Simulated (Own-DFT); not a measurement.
Si₃N₄ (beta silicon nitride, strained, atoms displaced) (calculated)

A calculation, not a measurement: plane-wave PBE density functional theory by an unreviewed code, no spin, of a simulated periodic cell, stress positive in tension, free energy of the whole cell less one offset for each atom, forces on such cells moved up to 12 meV/angstrom on a denser k mesh; offsets are fitted by least squares, one for each functional and potential file, so energies compare only between cells with the same atoms and settings and are not formation energies; the far tail of each file's local potential was reset to the Coulomb form; each entry is a single point on an unrelaxed cell, so the pressure reflects the starting lattice, mostly measured values (interpolated for alloys), from which strain is counted, and rises with the displacements; printed positions are rounded, which can move forces by about a meV/angstrom; the program, named Own-DFT, is a retired in-house code; no spin-orbit coupling; before rounding, a Quantum ESPRESSO 7.3.1 run of the same cell and cutoff gave forces within 1 meV/angstrom rms on each cell, which checks the program and not the settings. Program: Own-DFT development build.

Settings shared by all entries: functional PBE; potential files PseudoDojo norm-conserving, scalar-relativistic, standard set; wave cutoff 42 hartree; occupations Fermi-Dirac; smearing width 0.1 eV; k mesh 2 x 2 x 4 centred on Gamma.

```json
{"entry": 1, "formula": "Si3N4", "kind": "beta silicon nitride, strained, atoms displaced", "structure": {"cell_angstrom": [[15.0508, -0.0361, -0.0979], [-7.5566, 13.1925, 0.0186], [-0.0374, -0.0134, 5.8277]], "atoms_fractional": [["Si", 0.08653, 0.38434, 0.11828], ["Si", 0.11526, 0.19814, 0.1359], ["Si", 0.30781, 0.42018, 0.12601], ["Si", 0.42111, 0.12124, 0.38574], ["Si", 0.37842, 0.29871, 0.38621], ["Si", 0.20323, 0.08322, 0.39195], ["N", 0.166, 0.02179, 0.12632], ["N", 0.47937, 0.14788, 0.13566], ["N", 0.35102, 0.33916, 0.13679], ["N", 0.33252, 0.47944, 0.35601], ["N", 0.01719, 0.34596, 0.36816], ["N", 0.1482, 0.17036, 0.3758], ["N", 0.16251, 0.33174, 0.13438], ["N", 0.33765, 0.16855, 0.37003], ["Si", 0.08218, 0.38273, 0.63344], ["Si", 0.12344, 0.20551, 0.61607], ["Si", 0.30036, 0.41964, 0.62579], ["Si", 0.40967, 0.11253, 0.88098], ["Si", 0.38411, 0.29657, 0.87038], ["Si", 0.2, 0.08875, 0.87297], ["N", 0.16585, 0.01773, 0.60825], ["N", 0.4814, 0.14981, 0.63775], ["N", 0.3487, 0.33533, 0.62862], ["N", 0.33085, 0.47831, 0.87508], ["N", 0.0126, 0.34783, 0.87651], ["N", 0.15182, 0.16176, 0.88097], ["N", 0.16174, 0.32779, 0.61138], ["N", 0.33877, 0.17074, 0.85263], ["Si", 0.09007, 0.88837, 0.12791], ["Si", 0.11575, 0.69735, 0.12809], ["Si", 0.2987, 0.91255, 0.12962], ["Si", 0.41165, 0.62004, 0.37144], ["Si", 0.38061, 0.79606, 0.37657], ["Si", 0.2053, 0.58515, 0.38823], ["N", 0.16572, 0.51011, 0.1257], ["N", 0.48443, 0.65053, 0.11744], ["N", 0.34926, 0.83855, 0.12761], ["N", 0.33519, 0.98365, 0.36876], ["N", 0.01946, 0.85695, 0.37417], ["N", 0.15102, 0.66828, 0.37614], ["N", 0.16349, 0.82966, 0.12198], ["N", 0.33543, 0.66572, 0.37469], ["Si", 0.09565, 0.88708, 0.63342], ["Si", 0.10856, 0.69392, 0.62505], ["Si", 0.29486, 0.91388, 0.62355], ["Si", 0.4149, 0.62029, 0.86478], ["Si", 0.38329, 0.79899, 0.88834], ["Si", 0.20696, 0.58638, 0.88207], ["N", 0.16282, 0.50672, 0.62902], ["N", 0.48354, 0.65519, 0.63364], ["N", 0.34601, 0.83726, 0.63763], ["N", 0.3332, 0.98342, 0.87997], ["N", 0.01901, 0.84945, 0.87303], ["N", 0.15078, 0.66651, 0.86852], ["N", 0.16814, 0.83425, 0.62514], ["N", 0.33768, 0.66571, 0.87684], ["Si", 0.58768, 0.38112, 0.11911], ["Si", 0.61424, 0.19932, 0.11226], ["Si", 0.79477, 0.41493, 0.10596], ["Si", 0.91207, 0.11613, 0.37101], ["Si", 0.89143, 0.30386, 0.36802], ["Si", 0.70641, 0.08429, 0.38075], ["N", 0.6686, 0.02014, 0.12941], ["N", 0.97899, 0.14842, 0.12193], ["N", 0.84697, 0.33076, 0.13308], ["N", 0.82809, 0.48416, 0.37591], ["N", 0.51654, 0.35192, 0.37646], ["N", 0.65153, 0.165, 0.37626], ["N", 0.65826, 0.32899, 0.11569], ["N", 0.82913, 0.16287, 0.36808], ["Si", 0.58229, 0.38219, 0.60629], ["Si", 0.62367, 0.20901, 0.62915], ["Si", 0.80272, 0.41644, 0.6232], ["Si", 0.91107, 0.11772, 0.89037], ["Si", 0.88243, 0.3017, 0.85908], ["Si", 0.70415, 0.08697, 0.86822], ["N", 0.66454, 0.01749, 0.64004], ["N", 0.98607, 0.1498, 0.6323], ["N", 0.85215, 0.33507, 0.6412], ["N", 0.82969, 0.48529, 0.88287], ["N", 0.51517, 0.35108, 0.89835], ["N", 0.65089, 0.16275, 0.88273], ["N", 0.6627, 0.33228, 0.61302], ["N", 0.84632, 0.17635, 0.86454], ["Si", 0.58954, 0.88504, 0.11791], ["Si", 0.61238, 0.6993, 0.1291], ["Si", 0.7996, 0.90962, 0.11304], ["Si", 0.92502, 0.62122, 0.39595], ["Si", 0.88902, 0.80476, 0.36973], ["Si", 0.70519, 0.59121, 0.37959], ["N", 0.67202, 0.51528, 0.12351], ["N", 0.98975, 0.64828, 0.11988], ["N", 0.85156, 0.83264, 0.13496], ["N", 0.831, 0.98161, 0.37665], ["N", 0.52216, 0.85286, 0.36974], ["N", 0.65155, 0.67061, 0.36818], ["N", 0.67107, 0.83413, 0.11119], ["N", 0.83377, 0.67135, 0.36919], ["Si", 0.59066, 0.88671, 0.62684], ["Si", 0.61, 0.70204, 0.61763], ["Si", 0.80218, 0.91905, 0.6145], ["Si", 0.90875, 0.60493, 0.86427], ["Si", 0.88096, 0.79427, 0.86804], ["Si", 0.70291, 0.58512, 0.8831], ["N", 0.66673, 0.51817, 0.62519], ["N", 0.97945, 0.64735, 0.62387], ["N", 0.85492, 0.83306, 0.62903], ["N", 0.8345, 0.98275, 0.8715], ["N", 0.51252, 0.85254, 0.88045], ["N", 0.65504, 0.66696, 0.86906], ["N", 0.66511, 0.83397, 0.61908], ["N", 0.83127, 0.66674, 0.87309]]}, "results": {"free_energy_of_cell_above_offsets [eV]": "-4.547", "pressure [GPa]": 11.31, "stress_xx [GPa]": -12.79, "stress_yy [GPa]": -6.87, "stress_zz [GPa]": -14.26, "stress_yz [GPa]": 0.53, "stress_xz [GPa]": -4.34, "stress_xy [GPa]": 1.13, "force_element": ["Si", "Si", "Si", "Si", "Si", "Si", "N", "N", "N", "N", "N", "N", "N", "N", "Si", "Si", "Si", "Si", "Si", "Si", "N", "N", "N", "N", "N", "N", "N", "N", "Si", "Si", "Si", "Si", "Si", "Si", "N", "N", "N", "N", "N", "N", "N", "N", "Si", "Si", "Si", "Si", "Si", "Si", "N", "N", "N", "N", "N", "N", "N", "N", "Si", "Si", "Si", "Si", "Si", "Si", "N", "N", "N", "N", "N", "N", "N", "N", "Si", "Si", "Si", "Si", "Si", "Si", "N", "N", "N", "N", "N", "N", "N", "N", "Si", "Si", "Si", "Si", "Si", "Si", "N", "N", "N", "N", "N", "N", "N", "N", "Si", "Si", "Si", "Si", "Si", "Si", "N", "N", "N", "N", "N", "N", "N", "N"], "force_x [eV/angstrom]": [1.466, -2.608, -3.233, -2.587, 2.859, 0.434, 0.315, 2.709, 1.519, -0.035, -1.027, 5.074, 2.187, -1.911, 2.388, -3.613, -1.541, 0.002, 0.176, 4.007, -0.065, 3.316, -0.961, 0.347, -0.544, -3.282, 0.692, -2.349, 0.106, -0.62, -3.461, 3.723, 1.113, -1.378, -0.293, -1.034, 2.469, 0.06, 0.722, 2.345, 1.524, -3.454, -3.367, 1.185, 0.523, 1.066, -0.192, -1.12, 0.251, -0.246, 2.82, -0.157, -0.988, 1.806, 0.131, -3.724, -1.539, -1.09, -0.574, 0.602, -0.896, -3.005, 0.016, 3.315, -1.79, 1.72, -2.874, -0.285, 4.891, 2.152, 1.85, -1.413, -2.844, 1.946, 4.444, 1.964, 0.255, 0.06, -3.801, 0.73, -1.93, -0.114, 2.194, -5.357, 1.261, 1.502, -0.52, -8.282, 1.909, 0.707, -0.725, -2.326, -1.3, 0.48, -2.799, 0.217, -1.831, 2.746, -1.271, 3.654, 0.307, -2.142, 2.323, -0.425, -0.395, 4.904, -3.221, -0.013, 1.004, -2.369, 1.546, 2.884], "force_y [eV/angstrom]": [-2.113, 2.856, -5.965, -1.979, -1.403, 5.673, -1.614, 0.797, -1.392, 6.59, 1.017, -3.524, -0.039, 0.025, -3.359, -0.949, -4.144, 0.695, 0.592, -0.795, -3.28, 1.049, 1.107, 5.108, 1.117, 2.522, 4.126, -1.866, -0.399, 3.203, 0.538, -2.533, 2.188, -1.234, 3.62, -0.531, -2.558, 1.432, -0.178, -2.222, 0.545, 1.407, -0.499, 4.144, 1.201, -3.161, -0.086, -0.822, 4.295, -0.817, -2.014, -0.119, 0.088, -1.783, -2.872, 1.48, 2.796, 0.287, -3.694, -0.216, -3.57, 0.578, -2.148, 0.786, 2.146, 1.323, -1.209, 0.021, -0.289, 3.431, 2.329, -2.723, -1.84, -1.624, -3.356, 2.366, -1.93, -0.421, 3.097, -1.562, -0.434, 0.74, 1.974, -1.704, 1.145, 2.364, 0.743, -3.014, -2.595, -0.684, -0.848, -2.022, 1.263, 1.991, -1.249, -1.393, -1.346, 0.139, -0.267, 1.612, -3.692, 6.128, 0.045, 0.448, -1.614, 1.555, 2.514, 1.436, 0.204, 0.312, -0.208, -1.285], "force_z [eV/angstrom]": [0.772, -3.868, -3.337, -0.295, -2.125, -7.222, 0.044, -2.054, -1.936, 6.94, 1.13, 0.613, -1.078, 0.454, -1.409, 3.941, -2.163, 0.233, 2.62, 0.107, 7.084, 0.536, 0.584, -0.683, -0.359, -0.644, 1.147, 0.873, -0.524, -2.006, -0.902, -0.712, 1.446, -1.482, 0.824, 1.173, 0.785, 2.082, 0.853, 1.479, 0.404, 0.243, -1.113, 0.174, -0.059, 2.727, -1.918, -0.445, 0.285, -3.406, -1.349, -0.507, 0.22, 1.079, -0.137, 0.14, 3.364, 3.755, 6.215, 2.338, 1.439, -0.013, -1.516, 2.962, -3.088, -0.505, -3.073, 0.244, -0.384, 0.411, 5.538, -1.033, -1.033, -4.901, 8.584, 3.923, -3.145, -0.675, -7.958, -3.945, -6.101, -2.238, 0.699, -0.043, 0.869, -3.381, 1.292, -11.62, 2.965, -0.699, 1.657, 0.638, -4.158, -3.244, 0.675, 2.052, 0.224, 0.508, 0.314, 1.302, 2.606, 3.798, 2.419, -1.489, -0.065, 6.839, -2.157, 0.263, -1.308, 0.588, 0.123, -0.092]}}
{"entry": 2, "formula": "Si3N4", "kind": "beta silicon nitride, strained, atoms displaced", "structure": {"cell_angstrom": [[15.1975, -0.2004, -0.2459], [-7.7723, 13.1453, 0.3063], [-0.094, 0.081, 5.7542]], "atoms_fractional": [["Si", 0.08388, 0.38286, 0.12032], ["Si", 0.11851, 0.20249, 0.11595], ["Si", 0.30317, 0.41573, 0.1274], ["Si", 0.41725, 0.12036, 0.37782], ["Si", 0.38481, 0.29814, 0.38619], ["Si", 0.19839, 0.08732, 0.3655], ["N", 0.16537, 0.01756, 0.12896], ["N", 0.4863, 0.151, 0.13203], ["N", 0.34677, 0.33525, 0.1311], ["N", 0.33631, 0.48743, 0.3784], ["N", 0.00846, 0.347, 0.37397], ["N", 0.14776, 0.15923, 0.3732], ["N", 0.16931, 0.33178, 0.13149], ["N", 0.33121, 0.16808, 0.37607], ["Si", 0.08886, 0.38633, 0.63568], ["Si", 0.11082, 0.19619, 0.62745], ["Si", 0.30267, 0.41803, 0.62453], ["Si", 0.41241, 0.11613, 0.88072], ["Si", 0.39112, 0.29913, 0.8675], ["Si", 0.20041, 0.08769, 0.87168], ["N", 0.16913, 0.02455, 0.61429], ["N", 0.4823, 0.15131, 0.63674], ["N", 0.34665, 0.33394, 0.6502], ["N", 0.3309, 0.48255, 0.86482], ["N", 0.01266, 0.34338, 0.86975], ["N", 0.14528, 0.16921, 0.8641], ["N", 0.16652, 0.33919, 0.61699], ["N", 0.33111, 0.16679, 0.88482], ["Si", 0.08432, 0.88536, 0.13779], ["Si", 0.11225, 0.70397, 0.12542], ["Si", 0.29856, 0.91196, 0.12966], ["Si", 0.40927, 0.61576, 0.36817], ["Si", 0.38214, 0.7982, 0.3588], ["Si", 0.20533, 0.58672, 0.36227], ["N", 0.16422, 0.5126, 0.13569], ["N", 0.47924, 0.64322, 0.1171], ["N", 0.3477, 0.82983, 0.11948], ["N", 0.32741, 0.97982, 0.37988], ["N", 0.01849, 0.85058, 0.38044], ["N", 0.1505, 0.66965, 0.37079], ["N", 0.17043, 0.83886, 0.11881], ["N", 0.33371, 0.6686, 0.36785], ["Si", 0.08665, 0.88367, 0.62108], ["Si", 0.11624, 0.70116, 0.63491], ["Si", 0.29854, 0.91608, 0.61326], ["Si", 0.42311, 0.6197, 0.87945], ["Si", 0.39068, 0.8038, 0.87473], ["Si", 0.20868, 0.59563, 0.87449], ["N", 0.16658, 0.52117, 0.62284], ["N", 0.48399, 0.65581, 0.64515], ["N", 0.34081, 0.82608, 0.63032], ["N", 0.33757, 0.99236, 0.86214], ["N", 0.01219, 0.84559, 0.87241], ["N", 0.1465, 0.6589, 0.88249], ["N", 0.17208, 0.8316, 0.62464], ["N", 0.3412, 0.67216, 0.88795], ["Si", 0.58441, 0.38607, 0.11194], ["Si", 0.61657, 0.19999, 0.13575], ["Si", 0.79705, 0.41633, 0.127], ["Si", 0.91454, 0.11014, 0.36804], ["Si", 0.88809, 0.29714, 0.37092], ["Si", 0.70511, 0.0876, 0.37452], ["N", 0.66328, 0.01742, 0.13456], ["N", 0.98596, 0.15028, 0.11684], ["N", 0.8552, 0.33068, 0.10999], ["N", 0.83423, 0.47988, 0.38072], ["N", 0.51575, 0.34375, 0.37512], ["N", 0.64519, 0.15719, 0.37974], ["N", 0.66539, 0.32975, 0.1309], ["N", 0.82564, 0.16492, 0.38178], ["Si", 0.58281, 0.3843, 0.61357], ["Si", 0.616, 0.20355, 0.62755], ["Si", 0.8046, 0.42329, 0.62872], ["Si", 0.90774, 0.11269, 0.86566], ["Si", 0.87532, 0.29779, 0.87568], ["Si", 0.70647, 0.09598, 0.88944], ["N", 0.66974, 0.0137, 0.63041], ["N", 0.98314, 0.15588, 0.61654], ["N", 0.85268, 0.32825, 0.62007], ["N", 0.82692, 0.47634, 0.88433], ["N", 0.51924, 0.34835, 0.8572], ["N", 0.64169, 0.16019, 0.88769], ["N", 0.66565, 0.33017, 0.62821], ["N", 0.83256, 0.1633, 0.87109], ["Si", 0.59089, 0.88978, 0.1178], ["Si", 0.62265, 0.704, 0.11416], ["Si", 0.80301, 0.91862, 0.12285], ["Si", 0.90836, 0.6074, 0.39358], ["Si", 0.88392, 0.79546, 0.37701], ["Si", 0.70153, 0.5911, 0.37985], ["N", 0.66558, 0.51785, 0.13287], ["N", 0.98001, 0.65085, 0.12815], ["N", 0.84709, 0.83091, 0.11536], ["N", 0.84261, 0.98546, 0.37096], ["N", 0.5188, 0.85583, 0.37259], ["N", 0.65653, 0.66676, 0.36923], ["N", 0.6659, 0.83331, 0.12337], ["N", 0.83401, 0.66718, 0.3653], ["Si", 0.58631, 0.88833, 0.60729], ["Si", 0.62024, 0.70528, 0.63932], ["Si", 0.7992, 0.91093, 0.62633], ["Si", 0.90779, 0.609, 0.88276], ["Si", 0.88513, 0.79764, 0.88055], ["Si", 0.7059, 0.59091, 0.87518], ["N", 0.66804, 0.51466, 0.60904], ["N", 0.98513, 0.64869, 0.62786], ["N", 0.85168, 0.83498, 0.60437], ["N", 0.83852, 0.98561, 0.8787], ["N", 0.51849, 0.85053, 0.84218], ["N", 0.65435, 0.6647, 0.87397], ["N", 0.66436, 0.83099, 0.61095], ["N", 0.83383, 0.66595, 0.8769]]}, "results": {"free_energy_of_cell_above_offsets [eV]": "-3.699", "pressure [GPa]": 15.07, "stress_xx [GPa]": -9.23, "stress_yy [GPa]": -13.87, "stress_zz [GPa]": -22.11, "stress_yz [GPa]": 5.4, "stress_xz [GPa]": -5.31, "stress_xy [GPa]": -4.78, "force_element": ["Si", "Si", "Si", "Si", "Si", "Si", "N", "N", "N", "N", "N", "N", "N", "N", "Si", "Si", "Si", "Si", "Si", "Si", "N", "N", "N", "N", "N", "N", "N", "N", "Si", "Si", "Si", "Si", "Si", "Si", "N", "N", "N", "N", "N", "N", "N", "N", "Si", "Si", "Si", "Si", "Si", "Si", "N", "N", "N", "N", "N", "N", "N", "N", "Si", "Si", "Si", "Si", "Si", "Si", "N", "N", "N", "N", "N", "N", "N", "N", "Si", "Si", "Si", "Si", "Si", "Si", "N", "N", "N", "N", "N", "N", "N", "N", "Si", "Si", "Si", "Si", "Si", "Si", "N", "N", "N", "N", "N", "N", "N", "N", "Si", "Si", "Si", "Si", "Si", "Si", "N", "N", "N", "N", "N", "N", "N", "N"], "force_x [eV/angstrom]": [1.606, -1.568, -2.583, -2.664, -1.513, 2.242, -0.695, -0.511, 3.294, 0.767, 5.259, -2.604, -1.121, 1.514, -0.379, -2.098, -2.393, -1.076, -1.914, -0.29, -0.418, 1.433, 0.049, 0.957, -1.253, 4.715, 2.112, 1.199, 2.839, 0.84, 0.177, 0.711, 1.889, -2.305, 0.071, 5.564, -2.144, 1.135, -2.676, 0.999, -2.399, 0.993, 3.148, 1.438, 1.509, -7.54, 0.274, 1.824, -0.081, 3.784, 0.016, 0.198, 1.455, -1.869, -4.118, -0.309, 2.86, -0.946, 0.744, -2.189, -2.822, -2.549, 0.456, -0.523, -5.634, 0.247, -1.947, -0.513, -0.663, 5.475, 5.3, -0.017, -0.362, 1.222, 6.757, -0.726, -0.244, 0.08, -4.59, 0.512, -1.489, 1.298, 0.061, -0.497, -0.261, -2.654, -0.621, -0.652, 0.723, 2.467, -0.216, 0.398, -0.478, -0.399, -2.663, -3.289, 0.959, 1.013, 3.555, -2.486, -1.404, 0.123, -0.419, 0.509, -0.411, -1.008, -0.48, 0.207, -0.901, -0.102, 1.123, 0.575], "force_y [eV/angstrom]": [-1.414, 1.465, -0.517, -1.018, -0.739, 1.742, -1.626, -0.2, -0.678, 0.083, 2.69, 1.623, 0.992, -0.322, 0.118, 4.552, -2.862, 1.9, -1.895, 1.185, -4.826, 0.795, 0.873, 3.065, 0.316, -3.359, -2.161, 0.948, 0.072, 0.521, 1.232, 1.629, -0.87, 1.009, 0.46, 2.694, 2.731, 4.922, -1.312, -1.249, -1.832, 0.39, 1.434, 0.43, -2.894, -3.462, -2.257, -2.416, -0.581, 0.8, 1.68, -4.329, 1.434, 1.275, 0.239, -0.58, -0.732, 0.831, -6.232, 4.423, -2.675, -1.705, -0.217, -0.629, 3.706, 2.301, 0.02, 0.524, 1.737, 1.515, 0.227, -0.85, -8.701, 3.246, -3.091, -3.261, 1.997, -1.252, 3.476, 5.094, -0.01, -0.034, 3.036, 2.019, -1.887, 0.431, -3.331, 3.784, -0.299, -0.617, -0.985, -0.645, 1.044, -2.211, -1.692, 1.638, 0.658, -1.185, 0.244, -0.222, -0.08, 2.246, -0.788, -2.634, -0.228, -0.966, 0.249, -1.314, 0.31, 0.057, 1.751, 0.011], "force_z [eV/angstrom]": [1.307, 1.394, -0.739, 0.475, -0.405, 0.105, -1.684, -0.299, -0.53, -1.561, 0.144, 0.32, -0.181, -0.045, -2.078, -5.528, 0.57, 0.358, 4.449, -0.389, 3.13, -1.461, -5.068, 2.287, 1.008, 3.929, 0.043, -0.129, -3.196, -0.469, -2.143, 1.677, 5.382, 2.307, -2.798, 5.785, -2.232, -4.847, -0.724, 1.346, 0.037, 0.085, 2.881, -2.252, 5.476, -2.052, -1.122, 0.184, 1.063, -6.258, -2.55, 1.493, 0.694, 1.095, 0.419, -0.34, 2.236, -0.713, 2.839, -0.686, 0.524, 2.371, -1.324, -0.079, 4.832, -2.745, -2.706, 1.807, -0.06, -0.931, 0.139, -0.322, 1.319, 0.293, -2.677, -2.191, 0.736, 0.685, -1.851, -2.52, 2.229, -0.758, -0.159, 0.565, -1.069, 1.939, 1.19, -3.247, -1.751, -2.179, -1.429, 1.001, 1.028, 0.56, -4.076, 1.681, -0.391, 0.902, 1.677, -4.349, -0.526, -0.637, -2.012, -0.556, 4.026, 1.916, 3.504, -2.862, 5.45, 0.958, 0.548, -0.511]}}
```
